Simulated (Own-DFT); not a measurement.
# Computed records: Al₃₂O₄₇ (corundum with one vacancy, atoms displaced), Al₃₁GaO₄₈ (corundum with substituted atoms, atoms displaced)

A calculation, not a measurement: plane-wave PBE density functional theory by an unreviewed code, no spin, of a simulated periodic cell, stress positive in tension, free energy of the whole cell less one offset for each atom, defect cell not probed for a lower state with spin; oxygen file: force components 24 meV/angstrom off all-electron in one glass; forces on such cells passed a denser k mesh, this cell's mesh not checked; offsets are fitted by least squares, one for each functional and potential file, so energies compare only between cells with the same atoms and settings and are not formation energies; the far tail of each file's local potential was reset to the Coulomb form; each entry is a single point on an unrelaxed cell, so the pressure reflects the starting lattice, mostly measured values, from which strain is counted, and rises with the displacements; printed positions are rounded, which can move forces by about a meV/angstrom; the program is a retired in-house code; no spin-orbit coupling; before rounding, a Quantum ESPRESSO 7.3.1 run of the same cell and cutoff gave forces within 1 meV/angstrom rms on each cell, which checks the program and not the settings. Program: Own-DFT development build.

Settings shared by all entries: functional PBE; potential files PseudoDojo norm-conserving, scalar-relativistic, standard set; wave cutoff 72 hartree; occupations Fermi-Dirac; smearing width 0.1 eV; k mesh 3 x 3 x 3 centred on Gamma.

(1) Al₃₂O₄₇ (corundum with one vacancy, atoms displaced)

```
cell vectors (Å)
   5.4940     0.0000     8.6604
  -2.7470     4.7579     8.6604
  -2.7470    -4.7579     8.6604
atoms (fractions of the cell vectors)
Al  0.17481  0.17138  0.17718
Al  0.31973  0.32782  0.31673
Al  0.42458  0.42780  0.42563
Al  0.07270  0.08018  0.06971
O   0.28026  0.47416  0.12062
O   0.47416  0.12309  0.27921
O   0.12575  0.27688  0.47037
O   0.22595  0.03181  0.37087
O   0.02574  0.36825  0.22342
O   0.38067  0.21650  0.02251
Al  0.17790  0.17150  0.68112
Al  0.32178  0.32294  0.82589
Al  0.42334  0.43237  0.92313
Al  0.07450  0.07349  0.57216
O   0.27488  0.46592  0.62964
O   0.46557  0.12877  0.78120
O   0.12513  0.28404  0.96905
O   0.22316  0.02958  0.87405
O   0.03053  0.37934  0.71886
Al  0.17693  0.67957  0.17611
Al  0.32190  0.83071  0.32328
Al  0.42567  0.92234  0.42736
Al  0.07518  0.57330  0.07207
O   0.27473  0.96864  0.12972
O   0.47360  0.62270  0.27536
O   0.12331  0.78049  0.47296
O   0.22635  0.52894  0.37448
O   0.02464  0.87942  0.22032
O   0.37125  0.71913  0.03021
Al  0.18289  0.67198  0.67694
Al  0.32319  0.82947  0.81902
Al  0.42329  0.92525  0.92536
Al  0.07694  0.57357  0.57487
O   0.28417  0.96708  0.62474
O   0.47873  0.62240  0.77431
O   0.12456  0.77626  0.97643
O   0.22814  0.52420  0.87383
O   0.02718  0.87161  0.72276
O   0.37305  0.72513  0.52443
Al  0.66955  0.17078  0.18274
Al  0.82523  0.32646  0.31843
Al  0.92600  0.42795  0.43094
Al  0.57787  0.07490  0.07414
O   0.77664  0.47264  0.12717
O   0.97625  0.11212  0.28209
O   0.62655  0.27864  0.47024
O   0.72414  0.02472  0.37653
O   0.52832  0.36967  0.22509
O   0.87001  0.22433  0.03055
Al  0.67040  0.17425  0.68036
Al  0.82519  0.32587  0.82448
Al  0.92120  0.41844  0.93018
Al  0.57525  0.07590  0.57421
O   0.77290  0.47082  0.62726
O   0.96911  0.13385  0.77838
O   0.62720  0.27523  0.97451
O   0.71753  0.02688  0.87858
O   0.52981  0.37008  0.72910
O   0.87522  0.21331  0.53625
Al  0.66935  0.68446  0.17743
Al  0.82233  0.82615  0.32320
Al  0.93014  0.92294  0.42703
Al  0.57439  0.57254  0.07337
O   0.77763  0.97684  0.12388
O   0.96585  0.62392  0.28747
O   0.62150  0.78033  0.47418
O   0.72274  0.52623  0.38045
O   0.52524  0.88228  0.21761
O   0.87266  0.72449  0.02830
Al  0.67577  0.67873  0.67499
Al  0.81851  0.82944  0.82440
Al  0.93243  0.92229  0.92288
Al  0.57726  0.57786  0.56830
O   0.77832  0.97176  0.62284
O   0.97477  0.63174  0.77503
O   0.61944  0.78509  0.97462
O   0.72096  0.53158  0.86881
O   0.53134  0.86903  0.72924
O   0.87635  0.72554  0.52367
```

Results for Al₃₂O₄₇ (corundum with one vacancy, atoms displaced): free energy of cell above offsets -56.510 eV; pressure 7.24 GPa; stress xx -7.24 GPa; stress yy -7.45 GPa; stress zz -7.04 GPa; stress yz 0.65 GPa; stress xz 0.3 GPa; stress xy 0.62 GPa.

Force:
```tsv
element	x (eV/Å)	y (eV/Å)	z (eV/Å)
Al	0.492	0.576	0.486
Al	0.283	-1.094	1.03
Al	0.51	-0.65	-0.353
Al	-0.189	-1.264	-0.139
O	-0.706	-0.196	-0.259
O	-0.662	-0.211	-0.311
O	0.072	0.041	0.082
O	-0.326	-0.607	-0.017
O	-0.014	0.785	0.988
O	-1.173	-0.531	0.414
Al	0.632	2.046	0.267
Al	0.531	0.021	0.662
Al	1.622	-0.745	-0.297
Al	-0.322	0.004	-0.039
O	0.43	0.712	0.572
O	0.964	-0.342	-0.6
O	-0.64	-1.068	-0.93
O	-0.229	-0.604	-0.079
O	-0.331	-0.891	-0.606
Al	-0.766	-0.277	-0.198
Al	0.234	-0.587	-0.978
Al	0.023	0.929	0.596
Al	-0.501	-0.572	-0.269
O	0.419	0.863	-0.385
O	-0.695	0.284	0.856
O	1	-0.164	0.362
O	-0.255	0.068	-0.635
O	0.753	-0.03	-0.309
O	0.689	0.551	0.625
Al	-1.115	0.139	-0.993
Al	0.769	-1.554	0.136
Al	-0.005	-0.184	0.84
Al	-0.642	0.332	0.153
O	-0.947	0.359	-0.475
O	-1.338	0.43	0.111
O	0.21	0.565	-0.293
O	-0.85	0.284	0.249
O	0.139	0.593	1.32
O	0.612	-0.351	0.342
Al	0.375	0.48	0.854
Al	-0.11	-1.319	0.426
Al	-0.125	-0.57	-1.114
Al	-0.323	0.799	-0.608
O	0.269	0.668	-0.675
O	-0.77	2.032	1.131
O	-0.246	0.004	0.13
O	-0.495	0.267	-0.158
O	-0.281	0.511	0.13
O	0.461	0.093	0.364
Al	0.358	0.473	0.74
Al	-0.772	0.221	-0.856
Al	-0.001	1.655	1.616
Al	-0.584	0.369	-0.933
O	0.529	0.038	0.854
O	1.416	-1.118	-0.765
O	-0.558	0.519	-0.064
O	0.741	0.176	0.183
O	-0.036	1.311	-0.342
O	-0.113	0.851	-0.145
Al	0.857	-0.501	-0.392
Al	0.014	-0.052	0.527
Al	-0.456	-0.237	-0.859
Al	-0.248	-0.026	0.118
O	0.732	-0.53	-0.55
O	1.153	0.76	-0.155
O	0.364	0.275	-0.107
O	0.294	1.089	-0.873
O	0.053	-1.034	0.086
O	0.239	-0.503	0.369
Al	0.49	0.173	-0.251
Al	0.699	-0.303	-0.24
Al	-1.204	0.386	0.04
Al	-0.368	-1.52	-0.024
O	-0.647	-0.267	0.291
O	-0.282	-1.161	-0.921
O	0.392	-0.433	-0.502
O	-0.115	-1.033	0.973
O	-0.419	0.675	-0.132
O	0.039	-0.881	-0.097
```

(2) Al₃₂O₄₇ (corundum with one vacancy, atoms displaced)

```
cell vectors (Å)
   5.4940     0.0000     8.6604
  -2.7470     4.7579     8.6604
  -2.7470    -4.7579     8.6604
atoms (fractions of the cell vectors)
Al  0.18039  0.17253  0.17612
Al  0.31425  0.32730  0.31726
Al  0.43641  0.42827  0.43635
Al  0.07523  0.06850  0.07901
O   0.28353  0.47841  0.11344
O   0.46950  0.12763  0.27021
O   0.14686  0.27327  0.45795
O   0.23804  0.01489  0.37385
O   0.03736  0.37721  0.23231
O   0.37278  0.22202  0.03700
Al  0.18340  0.17177  0.67709
Al  0.32204  0.32532  0.81234
Al  0.42692  0.43198  0.91952
Al  0.08437  0.05278  0.56744
O   0.28256  0.46377  0.63445
O   0.47182  0.12308  0.78806
O   0.12262  0.29136  0.97307
O   0.20982  0.01381  0.89512
O   0.03991  0.37645  0.72536
O   0.38470  0.22775  0.51588
Al  0.17635  0.69167  0.16139
Al  0.30887  0.83190  0.33549
Al  0.41201  0.92738  0.43231
Al  0.04557  0.57779  0.09402
O   0.27372  0.98353  0.13698
O   0.47455  0.61653  0.27043
O   0.12051  0.79167  0.45866
O   0.22375  0.52860  0.36416
O   0.03698  0.85452  0.23441
O   0.37766  0.73221  0.01761
Al  0.19692  0.68700  0.65363
Al  0.32569  0.82272  0.82459
Al  0.42137  0.94037  0.91765
Al  0.08045  0.57793  0.56917
O   0.27259  0.97792  0.61637
O   0.45181  0.63301  0.78032
O   0.10351  0.78802  0.97338
O   0.22218  0.52581  0.88728
O   0.03384  0.86684  0.71351
O   0.37411  0.73471  0.52277
Al  0.68002  0.18262  0.17531
Al  0.84962  0.32462  0.30006
Al  0.92125  0.43601  0.42582
Al  0.58335  0.09196  0.05140
O   0.78805  0.46369  0.11957
O   0.96520  0.11396  0.27748
O   0.70962  0.04253  0.37154
O   0.53219  0.37501  0.22526
O   0.88204  0.23659  0.99938
Al  0.67138  0.16954  0.67701
Al  0.82229  0.33054  0.81634
Al  0.90542  0.43486  0.92530
Al  0.58599  0.05651  0.57796
O   0.77530  0.47145  0.63922
O   0.96708  0.14016  0.77204
O   0.61250  0.27955  0.98459
O   0.72065  0.02992  0.87334
O   0.51408  0.39229  0.72196
O   0.86876  0.21880  0.55254
Al  0.67850  0.65662  0.18246
Al  0.81316  0.82292  0.34143
Al  0.91970  0.92953  0.43574
Al  0.59339  0.56671  0.05957
O   0.78773  0.94984  0.13814
O   0.97303  0.61981  0.29759
O   0.61338  0.78956  0.48111
O   0.72017  0.53510  0.38493
O   0.53257  0.88786  0.21036
O   0.88142  0.72896  0.02375
Al  0.68653  0.66908  0.68499
Al  0.83197  0.81345  0.83287
Al  0.93113  0.93609  0.91699
Al  0.58846  0.58026  0.56528
O   0.76803  0.97469  0.62872
O   0.98128  0.64793  0.77109
O   0.63079  0.77539  0.97039
O   0.71123  0.54032  0.86441
O   0.53355  0.86787  0.70983
O   0.87609  0.72466  0.52293
```

It finds free energy of cell above offsets -42.311 eV; pressure 13.18 GPa; stress xx -13.36 GPa; stress yy -14.46 GPa; stress zz -11.74 GPa; stress yz 0.55 GPa; stress xz 1.15 GPa; stress xy -0.68 GPa.

Force:
```tsv
element	x (eV/Å)	y (eV/Å)	z (eV/Å)
Al	1.555	1.818	1.807
Al	3.397	2.25	2.672
Al	2.033	-0.703	-3.201
Al	-0.735	-0.297	-0.163
O	-1.478	-0.229	1.061
O	-0.255	-0.697	1.077
O	-4.934	-2.414	-2.34
O	-3.965	1.911	-1.157
O	-0.7	-2.136	-3.643
O	0.551	1.027	-0.88
Al	-0.293	1.727	-0.871
Al	-1.901	-2.923	4.559
Al	-2.381	-0.766	-1.327
Al	-2.75	1.641	2.359
O	-0.722	4.796	-1.455
O	0.273	0.755	-1.063
O	-0.817	-1.387	-1.508
O	1.484	2.787	0.319
O	-0.593	1.223	-0.658
O	-0.544	-2.675	0.912
Al	1.814	-2.773	-1.451
Al	4.76	2.038	-0.785
Al	4.386	3.094	2.586
Al	4.725	2.674	2.826
O	1.576	0.68	-3.32
O	-0.734	1.042	2.75
O	0.642	-2.376	0.843
O	-1.004	-0.643	1.921
O	-2.711	3.22	1.944
O	0.62	-0.432	0.463
Al	-3.011	-5.735	-0.555
Al	-0.401	-0.217	-1.428
Al	0.083	-3.804	0.037
Al	0.915	0.223	-1.088
O	-1.064	-2.322	1.852
O	2.045	0.676	1.054
O	3.259	-0.806	2.784
O	-0.737	1.613	-1.757
O	-1.17	1.505	1.823
O	2.248	-0.546	-0.646
Al	-1.071	-0.149	-2.157
Al	-2.122	-3.315	0.041
Al	1.407	-3.077	1.181
Al	-2.242	-4.48	-0.389
O	-0.901	0.584	0.891
O	-0.656	2.042	2.549
O	1.965	-1.781	1.14
O	1.535	1.314	0.201
O	-1.469	-3.016	0.732
Al	-0.149	1.892	2.043
Al	0.443	-2.867	-0.218
Al	5.394	1.183	1.753
Al	-2.267	2.567	-1.536
O	0.261	3.117	-1.556
O	1.315	-1.125	-0.387
O	2.543	2.363	1.515
O	1.486	0.494	-0.146
O	2.503	-0.378	-0.807
O	1.741	1.569	-1.061
Al	-3.015	3.086	2.2
Al	1.26	1.74	-0.997
Al	0.583	-0.153	-2.111
Al	-5.837	-1.151	-0.486
O	-0.595	2.949	0.475
O	-0.295	1.023	-1.618
O	1.034	-1.051	-0.728
O	2.623	1.511	-2.063
O	0.738	-2.253	-1.496
O	-2.4	-1.005	-2.804
Al	-0.836	5.435	-3.554
Al	-2.279	1.409	1.484
Al	-2.157	-0.297	-0.28
Al	-3.923	-1.674	0.631
O	0.971	-0.61	0.37
O	2.272	-2.625	-4.998
O	0.237	-0.157	-0.851
O	1.445	-4.737	2.988
O	-2.044	0.306	2.159
O	-0.962	-1.502	1.536
```

(3) Al₃₂O₄₇ (corundum with one vacancy, atoms displaced)

```
cell vectors (Å)
   5.4940     0.0000     8.6604
  -2.7470     4.7579     8.6604
  -2.7470    -4.7579     8.6604
atoms (fractions of the cell vectors)
Al  0.16979  0.17779  0.17752
Al  0.32653  0.32677  0.32265
Al  0.43004  0.43254  0.41829
Al  0.07589  0.06881  0.07627
O   0.27613  0.47551  0.12062
O   0.47130  0.12448  0.27570
O   0.12539  0.27763  0.47329
O   0.22259  0.02194  0.37861
O   0.03392  0.37770  0.21952
O   0.37397  0.22283  0.03439
Al  0.17999  0.16389  0.68171
Al  0.32618  0.32473  0.82230
Al  0.42778  0.42687  0.92585
Al  0.07454  0.06986  0.57754
O   0.27380  0.47049  0.62943
O   0.47559  0.12774  0.77528
O   0.12560  0.27856  0.97475
O   0.22196  0.03416  0.86804
O   0.03568  0.36868  0.72630
O   0.37156  0.21910  0.52653
Al  0.17364  0.66942  0.18171
Al  0.32371  0.82389  0.32332
Al  0.43308  0.92074  0.42369
Al  0.07426  0.56675  0.07977
O   0.27876  0.97296  0.12115
O   0.47029  0.62887  0.27567
O   0.12802  0.77819  0.47253
O   0.22301  0.52621  0.38129
O   0.02660  0.87248  0.22720
O   0.38033  0.71724  0.02694
Al  0.18232  0.67409  0.67231
Al  0.32835  0.82252  0.82180
Al  0.42700  0.92767  0.92662
Al  0.07999  0.57235  0.57375
O   0.27300  0.98102  0.62424
O   0.47048  0.63082  0.77316
O   0.12477  0.78492  0.96727
O   0.02765  0.87469  0.72105
O   0.37566  0.72947  0.52400
Al  0.67503  0.17290  0.17422
Al  0.82137  0.32218  0.32558
Al  0.92611  0.42359  0.42309
Al  0.57774  0.07016  0.07350
O   0.78189  0.47784  0.12340
O   0.98171  0.12148  0.27419
O   0.62417  0.28444  0.46817
O   0.72270  0.02224  0.37922
O   0.53836  0.37017  0.21561
O   0.86847  0.22578  0.02598
Al  0.67422  0.17697  0.67757
Al  0.81889  0.32600  0.82737
Al  0.92847  0.42106  0.92427
Al  0.58144  0.06697  0.57330
O   0.78096  0.47611  0.62535
O   0.97682  0.12072  0.77882
O   0.63073  0.27383  0.97202
O   0.71904  0.02905  0.87688
O   0.52515  0.37734  0.72324
O   0.87744  0.22065  0.52578
Al  0.67647  0.67223  0.17856
Al  0.82218  0.82162  0.32342
Al  0.93216  0.92481  0.42492
Al  0.57739  0.57475  0.07558
O   0.77948  0.97206  0.12181
O   0.97333  0.61785  0.28312
O   0.62672  0.78234  0.47033
O   0.72471  0.52631  0.37736
O   0.52379  0.87380  0.22343
O   0.88346  0.71787  0.02674
Al  0.67023  0.67759  0.68224
Al  0.82150  0.83401  0.82203
Al  0.92528  0.92845  0.92618
Al  0.57549  0.57137  0.57740
O   0.77650  0.96945  0.62661
O   0.97008  0.62511  0.78026
O   0.62944  0.77735  0.97185
O   0.72808  0.52556  0.87410
O   0.52991  0.87479  0.72307
O   0.87121  0.71479  0.53521
```

Results for Al₃₂O₄₇ (corundum with one vacancy, atoms displaced): free energy of cell above offsets -56.226 eV; pressure 7.33 GPa; stress xx -7.01 GPa; stress yy -7.74 GPa; stress zz -7.23 GPa; stress yz -0.49 GPa; stress xz 0.11 GPa; stress xy -0.24 GPa.

Force:
```tsv
element	x (eV/Å)	y (eV/Å)	z (eV/Å)
Al	1.154	0.058	1.176
Al	-0.265	-1.288	-0.74
Al	-0.532	-1.668	-0.712
Al	-0.01	1.016	-0.504
O	0.208	-0.711	1.196
O	0.337	0.06	0.371
O	-0.199	0.586	-0.472
O	-0.335	0.873	-0.214
O	-0.482	-1.583	-1.344
O	0.331	0.344	-0.623
Al	-1.096	2.78	-0.019
Al	-1.028	-0.232	0.332
Al	-0.424	-0.257	-0.625
Al	0.446	0.729	0.422
O	1.281	0.727	0.203
O	-0.049	-0.329	-0.279
O	0.056	-0.027	-0.195
O	0.215	-2.507	1.415
O	-0.187	0.214	-0.461
O	1.323	0.148	1.494
Al	0.162	1.057	0.329
Al	-0.362	0.701	0.6
Al	-1.555	0.621	0.178
Al	0.932	2.364	-0.004
O	0.057	-0.475	0.091
O	0.359	-0.324	0.002
O	0.011	-0.028	-0.505
O	0.916	1.214	-0.711
O	0.47	0.11	-0.256
O	-0.611	0.047	-0.026
Al	-1.175	-1.354	0.597
Al	-1.308	0.207	-0.038
Al	0.366	0.1	-0.343
Al	-1.699	-1.087	-0.648
O	1.984	-1.226	-0.768
O	0.431	-0.763	-0.159
O	0.172	-0.921	0.412
O	-0.23	0.154	0.016
O	0.733	-1.267	-0.225
Al	0.064	-0.495	0.565
Al	0.633	0.428	0.381
Al	0.168	-1.004	1.27
Al	-1.211	-0.077	-0.148
O	0.08	-0.889	-0.683
O	-1.543	-0.209	-0.34
O	0.122	-0.61	-0.178
O	0.352	1.01	-0.043
O	-1.46	0.213	0.552
O	0.973	-1.27	1.051
Al	0.195	0.369	0.014
Al	1.744	0.577	0.399
Al	0.112	0.795	0.694
Al	-1.316	0.826	-0.418
O	-0.208	-0.311	-1.271
O	-1.241	0.279	-0.276
O	-1.035	0.534	-0.935
O	0.449	0.303	-0.06
O	0.575	-0.011	0.186
O	-0.485	-0.236	-0.391
Al	0.531	0.865	0.803
Al	0.353	-0.519	1.012
Al	-0.462	-0.748	-0.875
Al	0.753	0.556	-0.786
O	-0.282	-0.688	0.185
O	-0.13	1.062	0.476
O	-0.289	-0.498	-0.741
O	-0.419	0.18	-0.374
O	1.009	0.302	0.314
O	-1.417	0.191	-0.202
Al	1.553	0.12	0.314
Al	1.513	-1.637	-0.589
Al	1.147	-0.374	-0.134
Al	0.008	0.66	0.198
O	0.129	0.842	0.348
O	0.125	0.385	0.218
O	-0.666	0.232	-0.227
O	-1.206	0.028	-0.121
O	-0.451	-0.184	-0.041
O	0.837	0.943	0.886
```

(4) Al₃₁GaO₄₈ (corundum with substituted atoms, atoms displaced)

```
cell vectors (Å)
   5.4940     0.0000     8.6604
  -2.7470     4.7579     8.6604
  -2.7470    -4.7579     8.6604
atoms (fractions of the cell vectors)
Al  0.17723  0.18479  0.18343
Al  0.32360  0.32882  0.32548
Al  0.43071  0.41678  0.43153
Al  0.04852  0.08786  0.08362
O   0.28665  0.47191  0.11286
O   0.47597  0.12530  0.26603
O   0.11203  0.28651  0.47174
O   0.20948  0.03660  0.37174
O   0.02516  0.38206  0.21281
O   0.37144  0.22274  0.03470
Al  0.17809  0.15043  0.68518
Al  0.32833  0.33543  0.81307
Al  0.41493  0.43006  0.91374
Al  0.06845  0.07626  0.56232
O   0.27473  0.46178  0.63213
O   0.49246  0.10875  0.77671
O   0.13797  0.26181  0.97754
O   0.21661  0.03323  0.86624
O   0.01935  0.37417  0.72590
O   0.37125  0.21508  0.54386
Al  0.18592  0.67660  0.16940
Al  0.30199  0.81930  0.34580
Al  0.43038  0.91216  0.43922
Ga  0.07521  0.57839  0.07422
O   0.28282  0.98089  0.12785
O   0.47492  0.62613  0.27150
O   0.11756  0.77024  0.47984
O   0.21347  0.53525  0.37174
O   0.03352  0.87796  0.22727
O   0.37751  0.72686  0.01709
Al  0.17311  0.68561  0.66924
Al  0.32507  0.84441  0.81719
Al  0.43885  0.92127  0.92839
Al  0.09711  0.56924  0.55167
O   0.29104  0.96832  0.61281
O   0.47343  0.62334  0.78034
O   0.13228  0.78023  0.96890
O   0.23732  0.53753  0.86289
O   0.02323  0.86434  0.73545
O   0.36109  0.72782  0.54297
Al  0.66166  0.18737  0.17524
Al  0.81733  0.31413  0.33379
Al  0.92461  0.44489  0.41313
Al  0.57590  0.08162  0.05684
O   0.76805  0.46882  0.12533
O   0.98298  0.11257  0.26894
O   0.62260  0.27373  0.47453
O   0.72571  0.03040  0.36955
O   0.52726  0.39719  0.20956
O   0.87448  0.24084  0.00281
Al  0.65918  0.17780  0.68166
Al  0.83946  0.30698  0.83139
Al  0.92495  0.42421  0.93585
Al  0.55819  0.07529  0.56948
O   0.76510  0.47352  0.63538
O   0.96587  0.13745  0.77009
O   0.63250  0.26568  0.98985
O   0.71490  0.02474  0.89670
O   0.53463  0.35760  0.74227
O   0.86749  0.21101  0.53682
Al  0.66652  0.66784  0.19345
Al  0.82668  0.82132  0.32345
Al  0.92138  0.92537  0.42417
Al  0.57600  0.57782  0.07960
O   0.77623  0.94944  0.13324
O   0.97024  0.61721  0.27397
O   0.62212  0.77932  0.46674
O   0.71233  0.51061  0.38211
O   0.53174  0.87148  0.22687
O   0.87643  0.73213  0.02277
Al  0.68301  0.66670  0.67406
Al  0.84339  0.81548  0.81975
Al  0.94119  0.93001  0.90975
Al  0.56722  0.58254  0.57290
O   0.78386  0.96906  0.62935
O   0.97128  0.62758  0.79182
O   0.62338  0.78298  0.96367
O   0.73236  0.53447  0.86523
O   0.54865  0.88224  0.71408
O   0.85585  0.72910  0.53248
```

It finds free energy of cell above offsets -43.176 eV; pressure 15.8 GPa; stress xx -16.66 GPa; stress yy -15.39 GPa; stress zz -15.35 GPa; stress yz 1.18 GPa; stress xz 0.38 GPa; stress xy 0.57 GPa.

Force:
```tsv
element	x (eV/Å)	y (eV/Å)	z (eV/Å)
Al	1.694	1.269	-3.109
Al	0.372	0.164	-2.541
Al	0.481	1.372	0.282
Al	3.751	0.94	0.068
O	-0.818	-1.459	1.926
O	-2.59	-1.518	1.742
O	1.857	-0.19	0.534
O	0.413	-2.873	0.991
O	-1.007	-2.165	-0.669
O	0.127	1.466	0.025
Al	-2.382	5.138	0.396
Al	-0.727	-3.99	-0.986
Al	1.176	-2.065	5.242
Al	-1.408	0.079	0.805
O	0.822	2.328	-0.118
O	-3.534	1.44	-0.192
O	-1.525	2.446	-0.215
O	-0.253	-2.249	1.812
O	2.865	1.876	1.171
O	-1.576	3.204	-1.945
Al	0.079	1.778	-0.618
Al	3.312	4.727	0.668
Al	1.595	4.885	-1.825
Ga	0.603	1.72	-2.026
O	1.162	-1.4	-1.49
O	-2.718	-1.825	0.467
O	0.21	-0.163	0.437
O	3.255	0.424	-1.12
O	0.885	-0.82	-2.385
O	-0.176	-0.373	1.175
Al	-1.581	-3.464	-0.345
Al	2.422	-3.382	-0.993
Al	-2.247	0.382	0.011
Al	-6.16	-4.084	0.083
O	-3.036	-0.804	1.184
O	-0.451	1.322	0.051
O	-0.43	1.319	0.774
O	-0.799	1	-3.309
O	1.898	3.713	2.102
O	1.305	0.756	-1.213
Al	1.284	-1.167	0.108
Al	1.511	0.417	0.216
Al	-1.075	-5.305	-1.867
Al	-3.351	-3.997	3.062
O	0.624	-1.617	2.43
O	-3.929	-0.076	2.239
O	-0.551	-0.046	-0.591
O	-1.144	0.993	-0.361
O	-0.953	-4.5	-2.044
O	-0.406	-6.518	3.192
Al	3.633	-1.941	1.006
Al	-3.943	4.868	-1.566
Al	1.072	2.746	-0.672
Al	3.482	-0.657	3.365
O	2.081	1.014	-1.401
O	3.414	-2.24	-2.233
O	0.158	3.297	-2.109
O	5.238	4.012	-3.497
O	-0.011	2.865	-1.329
O	0.036	1.323	-0.141
Al	0.797	3.536	0.7
Al	-0.536	0.915	-0.844
Al	-1.757	-1.019	0.811
Al	1.168	3.987	-1.546
O	0.904	1.073	2.456
O	-1.524	2.446	4.368
O	1.138	-1.514	0.779
O	-0.818	0.056	2.035
O	-1.192	-1.177	-0.63
O	-0.573	-1.743	-1.301
Al	-2.022	-1.653	0.582
Al	-5.256	0.02	-0.905
Al	-3.329	-2.509	0.055
Al	1.221	-1.967	0.984
O	1.351	0.751	-0.302
O	3.279	-1.169	-1.722
O	1.986	-2.386	1.989
O	-1.468	-0.868	0.302
O	-1.278	-2.542	-3.767
O	3.877	1.366	1.303
```
